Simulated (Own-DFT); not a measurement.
# Computed records: Hf$_{36}$O$_{71}$ (tetragonal hafnia with one neutral oxygen vacancy, atoms displaced)

All values are calculated (Own-DFT development build). A calculation, not a measurement: plane-wave PBE and HSE06 DFT by an unreviewed code, no spin, of a simulated cell at Gamma alone, so results move with cell size and shape, stress positive in tension, energies less offsets, not probed for a lower state with spin; hafnium file: forces about 75 meV/angstrom off all-electron values; oxygen file: force components 24 meV/angstrom off all-electron in a glass; k mesh not checked against a denser one; forces and stress are PBE's, HSE06 gives the energy alone, and its difference from PBE has offsets of its own; offsets are fitted by least squares, one for each functional and potential file, so energies compare only between cells with the same atoms and settings and are not formation energies; the far tail of each file's local potential was reset to the Coulomb form; each entry is a single point on an unrelaxed cell, so the pressure reflects the starting lattice, taken from the Materials Project, from which strain is counted, and rises with the displacements; printed positions are rounded, which can move forces by about a meV/angstrom; the program is a retired in-house code; no spin-orbit coupling.

Common to all runs: first functional PBE; second functional HSE06; exact exchange share 0.25; screening 0.11 1/bohr; exchange divergence Gygi-Baldereschi; potential files PseudoDojo norm-conserving, scalar-relativistic, made for PBE, standard set; wave cutoff 48 hartree; occupations fixed; k mesh 1 x 1 x 1 centred on Gamma.

(1) 
```cif
# cell vector a (Å): 10.7800 0.0000 0.0000
# cell vector b (Å): 0.0000 10.7800 0.0000
# cell vector c (Å): 0.0000 0.0000 10.4493
data_Hf36O71
_symmetry_space_group_name_H-M 'P 1'
_symmetry_Int_Tables_number 1
_cell_length_a 10.7800
_cell_length_b 10.7800
_cell_length_c 10.4493
_cell_angle_alpha 90.000
_cell_angle_beta 90.000
_cell_angle_gamma 90.000
_cell_volume 1214.30
loop_
_atom_site_label
_atom_site_type_symbol
_atom_site_fract_x
_atom_site_fract_y
_atom_site_fract_z
_atom_site_occupancy
Hf1 Hf 0.00055 0.00199 0.99370 1
Hf2 Hf 0.16965 0.16474 0.25075 1
O1 O 0.00051 0.16748 0.14987 1
O2 O 0.16436 0.00270 0.34460 1
O3 O 0.00224 0.16569 0.40070 1
O4 O 0.16328 0.00135 0.09561 1
Hf3 Hf 0.00094 0.99733 0.49951 1
Hf4 Hf 0.16410 0.16481 0.74666 1
O5 O 0.99844 0.16432 0.65428 1
O6 O 0.16385 0.99782 0.84873 1
O7 O 0.00238 0.17121 0.89648 1
O8 O 0.16290 0.99917 0.59852 1
Hf5 Hf 0.00221 0.33442 0.99719 1
Hf6 Hf 0.16830 0.50059 0.25342 1
O9 O 0.99814 0.49761 0.15391 1
O10 O 0.16845 0.33392 0.34781 1
O11 O 0.00365 0.49951 0.40478 1
O12 O 0.16778 0.33175 0.09443 1
Hf7 Hf 0.00061 0.33333 0.50429 1
Hf8 Hf 0.16805 0.50178 0.75036 1
O13 O 0.00241 0.50267 0.64929 1
O14 O 0.16374 0.33440 0.84893 1
O15 O 0.99765 0.49900 0.90352 1
O16 O 0.16525 0.33408 0.60100 1
Hf9 Hf 0.00051 0.66605 0.00250 1
Hf10 Hf 0.16889 0.83557 0.24967 1
O17 O 0.00422 0.83416 0.15037 1
O18 O 0.16421 0.66734 0.34750 1
O19 O 0.99559 0.83168 0.40177 1
O20 O 0.16251 0.67020 0.09536 1
Hf11 Hf 0.00142 0.66817 0.49933 1
Hf12 Hf 0.16543 0.83595 0.75240 1
O21 O 0.99896 0.83398 0.65556 1
O22 O 0.16727 0.66386 0.84358 1
O23 O 0.99772 0.83340 0.90050 1
O24 O 0.17071 0.66561 0.59607 1
Hf13 Hf 0.32886 0.00104 0.99499 1
Hf14 Hf 0.50301 0.16071 0.25461 1
O25 O 0.33172 0.17006 0.15030 1
O26 O 0.49200 0.00265 0.34368 1
O27 O 0.33323 0.16878 0.40632 1
O28 O 0.50335 0.99856 0.09618 1
Hf15 Hf 0.33904 0.00068 0.50172 1
Hf16 Hf 0.49944 0.17010 0.75364 1
O29 O 0.33172 0.16890 0.65219 1
O30 O 0.50628 0.00020 0.84433 1
O31 O 0.50004 0.99712 0.59968 1
Hf17 Hf 0.33857 0.33345 0.00561 1
Hf18 Hf 0.50477 0.49590 0.24583 1
O32 O 0.33199 0.49902 0.15383 1
O33 O 0.50394 0.33727 0.34720 1
O34 O 0.33374 0.50730 0.40957 1
O35 O 0.49524 0.33167 0.09422 1
Hf19 Hf 0.32973 0.32880 0.50105 1
Hf20 Hf 0.50152 0.49679 0.75462 1
O36 O 0.33301 0.49693 0.65735 1
O37 O 0.49807 0.33102 0.85490 1
O38 O 0.33891 0.49959 0.89958 1
O39 O 0.50189 0.33722 0.59408 1
Hf21 Hf 0.33094 0.66877 0.00180 1
Hf22 Hf 0.50512 0.83363 0.24860 1
O40 O 0.33589 0.83053 0.14689 1
O41 O 0.50425 0.66833 0.34664 1
O42 O 0.33640 0.82644 0.40791 1
O43 O 0.49969 0.66539 0.10268 1
Hf23 Hf 0.33880 0.66737 0.49921 1
Hf24 Hf 0.49889 0.83538 0.75358 1
O44 O 0.33462 0.83424 0.65116 1
O45 O 0.49862 0.66884 0.84468 1
O46 O 0.33378 0.83460 0.90584 1
O47 O 0.49647 0.66696 0.59443 1
Hf25 Hf 0.66530 0.99621 0.00286 1
Hf26 Hf 0.82968 0.16728 0.24618 1
O48 O 0.66411 0.16598 0.15368 1
O49 O 0.82928 0.00378 0.34730 1
O50 O 0.66767 0.16777 0.40337 1
O51 O 0.83428 0.99954 0.09625 1
Hf27 Hf 0.67169 0.99929 0.50250 1
Hf28 Hf 0.82836 0.16558 0.74938 1
O52 O 0.66652 0.16660 0.64909 1
O53 O 0.83715 0.99917 0.85210 1
O54 O 0.67059 0.16524 0.89889 1
O55 O 0.83893 0.99981 0.59945 1
Hf29 Hf 0.66528 0.33117 0.00068 1
Hf30 Hf 0.83283 0.50175 0.25616 1
O56 O 0.66830 0.49534 0.15013 1
O57 O 0.83354 0.34020 0.34564 1
O58 O 0.66912 0.50469 0.40034 1
O59 O 0.82930 0.33229 0.09782 1
Hf31 Hf 0.66891 0.33183 0.50090 1
Hf32 Hf 0.83488 0.50127 0.74944 1
O60 O 0.66442 0.49465 0.65203 1
O61 O 0.83127 0.33828 0.84251 1
O62 O 0.66339 0.50160 0.90103 1
O63 O 0.83855 0.33109 0.59497 1
Hf33 Hf 0.66878 0.66636 0.99830 1
Hf34 Hf 0.83313 0.83283 0.25117 1
O64 O 0.66263 0.82911 0.15437 1
O65 O 0.83588 0.66989 0.34993 1
O66 O 0.66502 0.83646 0.40378 1
O67 O 0.83211 0.66701 0.09336 1
Hf35 Hf 0.66774 0.66566 0.50120 1
Hf36 Hf 0.83843 0.83688 0.75050 1
O68 O 0.66532 0.83167 0.65873 1
O69 O 0.82950 0.66451 0.84487 1
O70 O 0.67054 0.83609 0.90282 1
O71 O 0.83399 0.66967 0.59641 1
_calc_PBE_energy_of_cell_above_offsets '-100.771'  # eV
_calc_HSE06_less_PBE_above_offsets '-0.150'  # eV
_calc_PBE_pressure 1.25  # GPa
_calc_PBE_stress_xx -0.61  # GPa
_calc_PBE_stress_yy -1.11  # GPa
_calc_PBE_stress_zz -2.01  # GPa
_calc_PBE_stress_yz -0.12  # GPa
_calc_PBE_stress_xz -0.01  # GPa
_calc_PBE_stress_xy 0.06  # GPa
```

Force:
```tsv
element	x (eV/Å)	y (eV/Å)	z (eV/Å)
Hf	-0.55	0.493	0.704
Hf	-1.284	1.09	-0.715
O	-0.269	-0.067	0.279
O	0.461	-1.038	0.491
O	-0.239	0.145	0.492
O	1.044	-0.057	-0.133
Hf	0.263	0.87	-0.457
Hf	-0.396	1.124	0.662
O	-0.177	0.05	-0.343
O	0.585	0.726	0.211
O	-0.287	-0.753	0.37
O	0.963	0.021	-0.148
Hf	0.164	-0.266	0.685
Hf	-0.486	-0.117	-0.018
O	0.309	0.313	0.142
O	0.387	-0.184	0.113
O	-0.274	0.162	-0.096
O	-0.145	0.222	0.292
Hf	0.528	-0.071	-0.946
Hf	0.344	-0.652	-0.46
O	-0.557	-0.073	0.465
O	0.452	-0.477	-0.41
O	-0.017	0.679	-0.121
O	0.137	-0.462	-0.254
Hf	-0.428	-0.17	-0.494
Hf	0.132	-0.704	-0.262
O	-0.903	-0.071	0.501
O	-0.24	0.539	-0.552
O	0.14	0.887	-0.084
O	0.856	-0.28	0.182
Hf	0.738	-0.928	0.43
Hf	0.579	-1.34	-1.06
O	0.832	-0.078	-0.605
O	-0.04	1.129	0.826
O	0.231	-0.421	0.099
O	-0.704	0.333	0.034
Hf	0.39	0.608	0.84
Hf	-0.728	1.827	-0.919
O	0.898	-0.624	0.143
O	0.081	-0.896	1.003
O	0.116	-0.794	-0.609
O	-1.121	0.222	0.089
Hf	-0.648	-1.161	0.257
Hf	-0.111	-0.4	-0.323
O	0.557	-0.189	0.487
O	-0.657	0.701	0.592
O	0.417	0.42	-0.685
Hf	-2.1	-0.065	-1.464
Hf	-0.574	1.447	0.618
O	0.207	0.092	0.015
O	-0.088	-1.134	-0.164
O	-0.187	-2.1	-0.993
O	1.939	0.254	1.2
Hf	0.275	2.183	0.426
Hf	-0.904	0.733	-0.519
O	0.399	-0.244	0.008
O	-0.039	-0.406	-0.622
O	-0.179	0.209	1.048
O	-0.396	-0.652	0.499
Hf	0.727	-0.75	-0.037
Hf	-1.581	-1.204	0.378
O	-0.462	0.29	0.956
O	0.231	-0.368	-0.299
O	-0.321	2.486	-1.192
O	0.17	-0.129	-1.03
Hf	-0.861	-0.398	0.873
Hf	0.035	-0.696	-0.925
O	-0.512	0.592	0.876
O	0.202	-0.076	0.448
O	-0.184	0.152	-0.652
O	1.665	-0.136	0.651
Hf	0.586	0.488	-0.748
Hf	1.474	0.711	0.049
O	-0.1	0.039	-0.261
O	-0.057	-0.708	0.015
O	-0.265	-0.559	-0.247
O	-0.313	-0.062	0.362
Hf	-0.05	0.015	0.35
Hf	0.873	0.437	0.58
O	-0.079	-0.015	0.067
O	0.033	0.568	-0.681
O	-0.051	0.031	0.346
O	-1.163	-0.174	0.054
Hf	0.543	0.531	-0.227
Hf	0.262	0.005	-0.93
O	-0.016	0.13	0.01
O	-0.177	-1.526	0.36
O	0.135	-0.647	0.235
O	0.362	-0.412	-0.477
Hf	-0.227	1.07	-0.168
Hf	0.083	0.25	-0.45
O	0.85	0.319	-0.094
O	-0.226	-0.991	0.291
O	-0.207	-0.558	0.299
O	-1.049	-0.023	0.297
Hf	-0.747	0.021	-0.253
Hf	0.672	0.449	-0.362
O	1.573	0.337	-0.379
O	-0.217	-0.113	-0.341
O	0.14	0.048	0.003
O	0.185	0.305	0.682
Hf	-0.856	0.263	0.224
Hf	-1.17	-0.858	0.47
O	0.534	0.38	-0.535
O	0.117	0.58	0.144
O	-0.198	-0.525	0.531
O	-0.055	-0.174	-0.014
```

(2) 
```cif
# cell vector a (Å): 10.7800 0.0000 0.0000
# cell vector b (Å): 0.0000 10.7800 0.0000
# cell vector c (Å): 0.0000 0.0000 10.4493
data_Hf36O71
_symmetry_space_group_name_H-M 'P 1'
_symmetry_Int_Tables_number 1
_cell_length_a 10.7800
_cell_length_b 10.7800
_cell_length_c 10.4493
_cell_angle_alpha 90.000
_cell_angle_beta 90.000
_cell_angle_gamma 90.000
_cell_volume 1214.30
loop_
_atom_site_label
_atom_site_type_symbol
_atom_site_fract_x
_atom_site_fract_y
_atom_site_fract_z
_atom_site_occupancy
Hf1 Hf 0.00387 0.99921 0.00540 1
Hf2 Hf 0.16679 0.17100 0.26087 1
O1 O 0.00994 0.16442 0.15818 1
O2 O 0.16811 0.00311 0.34543 1
O3 O 0.99321 0.16633 0.40725 1
O4 O 0.16883 0.00197 0.09711 1
Hf3 Hf 0.99060 0.00975 0.49288 1
Hf4 Hf 0.17458 0.16063 0.75686 1
O5 O 0.00211 0.16807 0.64386 1
O6 O 0.16755 0.99091 0.86053 1
O7 O 0.99636 0.16279 0.91379 1
O8 O 0.16018 0.99653 0.60675 1
Hf5 Hf 0.00314 0.33118 0.00579 1
Hf6 Hf 0.17502 0.50985 0.25522 1
O9 O 0.97714 0.49448 0.14424 1
O10 O 0.16341 0.32717 0.33530 1
O11 O 0.99974 0.51638 0.39594 1
O12 O 0.17903 0.31914 0.10468 1
Hf7 Hf 0.00311 0.33377 0.50928 1
Hf8 Hf 0.17152 0.50446 0.74867 1
O13 O 0.00629 0.48147 0.64895 1
O14 O 0.15847 0.33286 0.84465 1
O15 O 0.99966 0.49724 0.90462 1
O16 O 0.16617 0.33155 0.60260 1
Hf9 Hf 0.99467 0.65892 0.99083 1
Hf10 Hf 0.17657 0.83508 0.24533 1
O17 O 0.00545 0.83262 0.15025 1
O18 O 0.18755 0.65814 0.33914 1
O19 O 0.00867 0.83461 0.40307 1
O20 O 0.17734 0.65978 0.08554 1
Hf11 Hf 0.99248 0.65480 0.51516 1
Hf12 Hf 0.16148 0.82929 0.75093 1
O21 O 0.00745 0.83359 0.67965 1
O22 O 0.15621 0.67391 0.84297 1
O23 O 0.99280 0.83673 0.90424 1
O24 O 0.17428 0.68060 0.58998 1
Hf13 Hf 0.32513 0.01516 0.99073 1
Hf14 Hf 0.50340 0.16844 0.25090 1
O25 O 0.33344 0.16680 0.15647 1
O26 O 0.49361 0.99186 0.35078 1
O27 O 0.32845 0.15948 0.41041 1
O28 O 0.51030 0.99852 0.09854 1
Hf15 Hf 0.33742 0.00124 0.48201 1
Hf16 Hf 0.49046 0.17548 0.75399 1
O29 O 0.32821 0.15316 0.64173 1
O30 O 0.49919 0.00714 0.83808 1
O31 O 0.33089 0.17719 0.91550 1
O32 O 0.49850 0.00472 0.59779 1
Hf17 Hf 0.33241 0.32380 0.98772 1
Hf18 Hf 0.49594 0.49189 0.24356 1
O33 O 0.32703 0.48853 0.14929 1
O34 O 0.49250 0.34173 0.34009 1
O35 O 0.33593 0.48666 0.39952 1
O36 O 0.49595 0.33016 0.11016 1
Hf19 Hf 0.32862 0.33545 0.50174 1
Hf20 Hf 0.51494 0.49919 0.75569 1
O37 O 0.32811 0.49251 0.66032 1
O38 O 0.50374 0.34629 0.85331 1
O39 O 0.33188 0.50194 0.90611 1
O40 O 0.49566 0.33703 0.60887 1
Hf21 Hf 0.33005 0.67158 0.00377 1
Hf22 Hf 0.49739 0.83468 0.24081 1
O41 O 0.34506 0.83811 0.15212 1
O42 O 0.49585 0.65798 0.35028 1
O43 O 0.33792 0.83084 0.39881 1
O44 O 0.50854 0.65353 0.09392 1
Hf23 Hf 0.34102 0.66421 0.50452 1
Hf24 Hf 0.50784 0.83955 0.73999 1
O45 O 0.32662 0.83836 0.65755 1
O46 O 0.49396 0.68673 0.83553 1
O47 O 0.32647 0.85086 0.90073 1
O48 O 0.49561 0.67397 0.60309 1
Hf25 Hf 0.66858 0.00776 0.00165 1
Hf26 Hf 0.84183 0.17297 0.23879 1
O49 O 0.67221 0.15575 0.14729 1
O50 O 0.83032 0.00838 0.35017 1
O51 O 0.65951 0.16856 0.39938 1
O52 O 0.84155 0.99921 0.10016 1
Hf27 Hf 0.66904 0.00641 0.48684 1
Hf28 Hf 0.84153 0.16338 0.75454 1
O53 O 0.66521 0.16313 0.65336 1
O54 O 0.65764 0.16858 0.90493 1
O55 O 0.83596 0.99621 0.60847 1
Hf29 Hf 0.66968 0.33917 0.99330 1
Hf30 Hf 0.83023 0.50034 0.25536 1
O56 O 0.66210 0.51636 0.16213 1
O57 O 0.83591 0.33381 0.36190 1
O58 O 0.67315 0.50022 0.40800 1
O59 O 0.83417 0.33315 0.10016 1
Hf31 Hf 0.65518 0.33748 0.50463 1
Hf32 Hf 0.82991 0.48807 0.74524 1
O60 O 0.66879 0.50775 0.64646 1
O61 O 0.83282 0.34460 0.84739 1
O62 O 0.65786 0.50554 0.89811 1
O63 O 0.83766 0.33503 0.60227 1
Hf33 Hf 0.66444 0.65288 0.00645 1
Hf34 Hf 0.82744 0.83994 0.26135 1
O64 O 0.65990 0.83353 0.14637 1
O65 O 0.83798 0.67840 0.33746 1
O66 O 0.66659 0.83559 0.39246 1
O67 O 0.83458 0.66411 0.10296 1
Hf35 Hf 0.66499 0.65622 0.49599 1
Hf36 Hf 0.84273 0.82999 0.75325 1
O68 O 0.65928 0.84582 0.65983 1
O69 O 0.83710 0.66692 0.84574 1
O70 O 0.66034 0.82976 0.89610 1
O71 O 0.84009 0.65923 0.59019 1
_calc_PBE_stress_xx ?
```

Q: Estimate the PBE stress xx of Hf$_{36}$O$_{71}$ (tetragonal hafnia with one neutral oxygen vacancy, atoms displaced) (entry 2).
A: -4.58 GPa

Further results for Hf$_{36}$O$_{71}$ (tetragonal hafnia with one neutral oxygen vacancy, atoms displaced) (entry 2):

- PBE energy of cell above offsets: -86.671 eV
- HSE06 less PBE above offsets: 0.597 eV
- PBE pressure: 5.81 GPa
- PBE stress yy: -7.65 GPa
- PBE stress zz: -5.21 GPa
- PBE stress yz: 0.21 GPa
- PBE stress xz: 1.87 GPa
- PBE stress xy: 0.04 GPa

Force:
```tsv
element	x (eV/Å)	y (eV/Å)	z (eV/Å)
Hf	0.118	-2.267	0.146
Hf	1.483	-2.25	-2.696
O	-1.679	0.519	-0.53
O	0.116	-1.136	0.26
O	0.448	1.63	-1.437
O	0.636	-0.313	0.679
Hf	2.338	-2.752	2.156
Hf	-1.921	-1.75	-2.627
O	-0.2	0.511	1.922
O	-0.342	3.552	-0.743
O	-0.792	1.175	-1.573
O	-0.572	0.921	-1.196
Hf	1.872	1.098	0.674
Hf	-1.334	-3.261	-2.323
O	3.554	-0.145	0.289
O	-0.303	3.666	3.578
O	0.183	-2.175	0.258
O	-2.22	0.528	-2.281
Hf	-0.823	-0.242	-1.377
Hf	-0.495	-0.053	1.542
O	-0.74	1.942	0.44
O	0.625	-0.333	0.474
O	0.27	-0.934	-0.945
O	1.142	-0.18	-0.906
Hf	-0.627	1.983	1.637
Hf	-1.904	0.481	0.851
O	0.463	-0.144	0.875
O	0.211	3.341	0.849
O	-0.622	-0.391	0.981
O	-3.414	-0.065	1.967
Hf	4.769	2.783	-3.308
Hf	5.489	2.584	0.253
O	-4.341	-0.92	-4.208
O	0.212	-2.937	0.886
O	-0.78	-0.221	0.818
O	-1.751	-1.776	0.593
Hf	1.313	-5.223	2.571
Hf	-0.349	-0.876	-1.29
O	1.083	-0.758	0.367
O	0.64	1.765	-0.771
O	0.526	4.45	-2.091
O	-2.057	0.873	-0.112
Hf	-0.652	-3.622	4.733
Hf	2.257	-3.018	-2.096
O	0.44	1.674	2.794
O	-0.539	1.652	1.095
O	0.115	-4.591	-6.452
O	0.455	0.447	-1.718
Hf	-0.555	9.154	6.541
Hf	-1.846	2.573	-0.905
O	1.29	1.105	0.521
O	1.209	-3.116	2.93
O	-0.824	1.465	0.596
O	1.839	-0.143	-2.219
Hf	-0.395	-1.157	0.506
Hf	-3.543	3.867	-0.354
O	1.989	0.258	-1.245
O	-0.24	-2.334	0.659
O	-0.282	0.196	-0.596
O	0.119	0.129	-0.719
Hf	3.395	0.905	-3.003
Hf	2.535	-0.537	1.758
O	-2.699	-0.819	-1.539
O	0.56	0.161	-0.062
O	-0.486	-0.77	-0.206
O	-3.531	0.493	0.414
Hf	-0.899	1.597	-1.169
Hf	-3.634	1.699	1.605
O	1.293	-0.513	-1.158
O	-0.209	-4.717	1.658
O	0.381	-2.136	1.676
O	1.959	-1.207	-1.067
Hf	0.095	-3.101	-0.417
Hf	-0.497	-0.067	1.229
O	-0.097	1.143	0.895
O	-0.067	0.295	0.329
O	-0.717	1.688	-0.185
O	-1.104	0.487	-0.143
Hf	-1.278	-1.63	3.151
Hf	-0.65	-1.233	-1.02
O	0.331	1.249	0.518
O	0.797	1.92	-0.396
O	-0.218	0.445	-0.688
Hf	-0.799	-1.922	1.495
Hf	0.912	1.082	0.037
O	1.522	-1.947	-0.817
O	-0.208	-0.086	-1.482
O	-0.162	-1.164	-0.594
O	-1.462	-0.953	-0.279
Hf	2.153	-1.971	-0.354
Hf	2.256	2.9	-0.632
O	-0.306	-0.603	0.043
O	-0.802	-3.01	1.621
O	0.544	-1.635	-0.918
O	-1.933	0.454	0.102
Hf	2.01	5.461	-0.071
Hf	0.65	-0.086	-2.993
O	1.599	-0.139	0.542
O	-0.783	-2.568	2.03
O	0.398	-0.492	1.26
O	-0.621	0.128	-1.368
Hf	-1.053	3.586	0.028
Hf	-2.535	2.164	1.354
O	4.925	-0.93	-3.109
O	0.162	-2.041	-0.338
O	1.234	0.844	1.443
O	-4.028	0.339	2.099
```
